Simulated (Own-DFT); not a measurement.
# Response to strain: zincblende GaAs, 64 atoms (As32Ga32)

All numbers below are calculated, not measured. The program, named Own-DFT, is a retired in-house plane-wave density functional code that no person has reviewed. Each row is one single-point run on a periodic cell that was not relaxed, without spin or spin-orbit coupling.

Settings of every run: PBE; PseudoDojo norm-conserving scalar-relativistic files; cutoff 42 hartree; 3 x 3 x 3 k mesh centred on Gamma; Fermi-Dirac smearing of 0.1 eV.

Known limits: forces not confirmed at this smearing and k mesh; stress not checked against mesh or cutoff.

Unstrained cell vectors in Å: (11.307, 0.000, 0.000); (0.000, 11.307, 0.000); (0.000, 0.000, 11.307). The unstrained cell has measured lattice constants (interpolated for alloys), not those of this functional. That, the random moves and any unrelaxed bonds set the pressure at no strain. Each run strains this cell uniformly, with the atoms carried along. Every atom was also moved at random, by a Gaussian of width 0.05 Å on each axis. Strain is the symmetric tensor, in per cent. Stress is positive in tension, and the pressure is minus a third of its trace.

| run | e_xx (%) | e_yy (%) | e_zz (%) | e_yz (%) | e_xz (%) | e_xy (%) | s_xx (GPa) | s_yy (GPa) | s_zz (GPa) | s_yz (GPa) | s_xz (GPa) | s_xy (GPa) | P (GPa) | E (meV/atom) |
|---|---|---|---|---|---|---|---|---|---|---|---|---|---|---|
| 1 | -1.96 | 0.07 | -1.89 | 0.71 | 1.74 | 0.61 | -7.48 | -6.29 | -7.42 | 0.85 | 2.93 | 0.76 | 7.06 | 29.9 |
| 2 | -1.08 | 1.30 | -1.63 | 0.79 | 0.59 | -1.24 | -5.79 | -4.30 | -5.89 | 0.99 | 1.08 | -2.61 | 5.32 | 31.4 |
| 3 | 1.79 | 0.10 | 1.08 | 0.25 | 0.57 | -1.45 | -1.52 | -2.41 | -1.97 | 0.55 | 1.21 | -2.05 | 1.97 | 1.8 |
| 4 | -1.33 | 0.89 | -0.91 | -1.22 | 0.51 | -1.06 | -5.76 | -4.35 | -5.53 | -2.26 | 1.54 | -1.32 | 5.22 | 23.1 |
| 5 | -1.13 | -0.01 | 0.36 | -0.38 | 0.55 | -0.46 | -5.20 | -4.51 | -4.46 | -1.26 | 0.29 | -0.18 | 4.72 | 23.5 |
| 6 | -0.53 | -0.80 | -1.51 | -0.13 | 0.71 | -1.53 | -6.45 | -6.79 | -7.10 | -1.51 | 1.37 | -2.87 | 6.78 | 52.7 |
| 7 | 1.29 | -1.65 | 0.12 | 1.40 | -0.51 | -0.86 | -3.41 | -5.12 | -4.14 | 1.53 | -0.37 | -1.24 | 4.22 | 15.5 |
| 8 | 0.31 | 0.32 | 0.29 | 0.31 | 1.48 | 0.26 | -3.22 | -3.27 | -3.27 | 0.68 | 1.57 | 0.43 | 3.25 | 2.7 |
| 9 | 0.85 | 1.52 | 0.95 | 1.03 | 0.57 | 0.05 | -1.89 | -1.44 | -1.72 | 1.46 | 0.35 | 0.42 | 1.68 | 0.0 |
| 10 | -1.04 | -0.83 | -0.42 | -1.20 | -0.79 | 0.46 | -5.95 | -5.89 | -5.69 | -2.25 | -0.59 | 1.26 | 5.84 | 21.5 |
| 11 | -0.42 | -1.58 | 1.72 | -1.69 | 1.26 | 0.03 | -4.59 | -5.27 | -3.30 | -2.76 | 2.49 | 0.76 | 4.38 | 20.4 |
| 12 | 0.43 | -1.50 | -1.54 | 2.00 | -0.74 | 0.31 | -5.48 | -6.61 | -6.62 | 3.56 | -0.60 | 0.32 | 6.24 | 31.7 |
| 13 | -1.03 | 1.46 | 0.08 | 1.34 | 1.87 | -1.65 | -4.64 | -3.15 | -4.01 | 1.82 | 3.70 | -2.22 | 3.93 | 24.0 |
| 14 | -1.62 | 0.89 | -1.43 | 1.72 | -1.47 | 0.34 | -6.23 | -4.79 | -6.28 | 2.01 | -1.98 | 0.22 | 5.77 | 28.0 |
| 15 | -1.52 | 0.87 | 1.56 | 0.58 | 0.81 | 1.55 | ? | ? | ? | ? | ? | ? | ? | ? |

E is the free energy for each atom above the lowest run shown.

## Worked fit

Each stress component was fitted by least squares to a constant and the strains of the runs shown, as fractions, with shears doubled. Shear strains stay in the fit of a normal stress only where such slopes are resolved. The slopes, in GPa:

| stress | at no strain | per e_xx | per e_yy | per e_zz | scatter |
|---|---|---|---|---|---|
| s_xx | -4.2 | 112 ± 5 | 54 ± 4 | 62 ± 5 | 0.17 |
| s_yy | -4.2 | 55 ± 6 | 116 ± 5 | 63 ± 5 | 0.19 |
| s_zz | -4.2 | 57 ± 5 | 57 ± 4 | 119 ± 5 | 0.16 |

Each shear stress against twice its own strain: yz 78 ± 8, xz 71 ± 8, xy 80 ± 5 GPa. These are stiffnesses along x, y and z of the frame in which the cell vectors are given, which need not be the crystal's axes. The atoms are held to the strained lattice; where symmetry lets them move under strain, relaxing them would lower some slopes. The table should be nearly symmetric about its diagonal, and what it lacks of that shows the noise. A ninth of its sum, 77 ± 2 GPa, estimates the bulk modulus near the mean pressure of these runs, 4.7 GPa, so it lies above the value at zero pressure.

## Withheld run

Question: what normal stresses and pressure should run 15 give?

The fit gives s_xx = -4.5, s_yy = -3.0, s_zz = -2.7 and P = 3.4 GPa. The calculation gave -4.38, -3.15, -2.64 and P = 3.39 GPa.
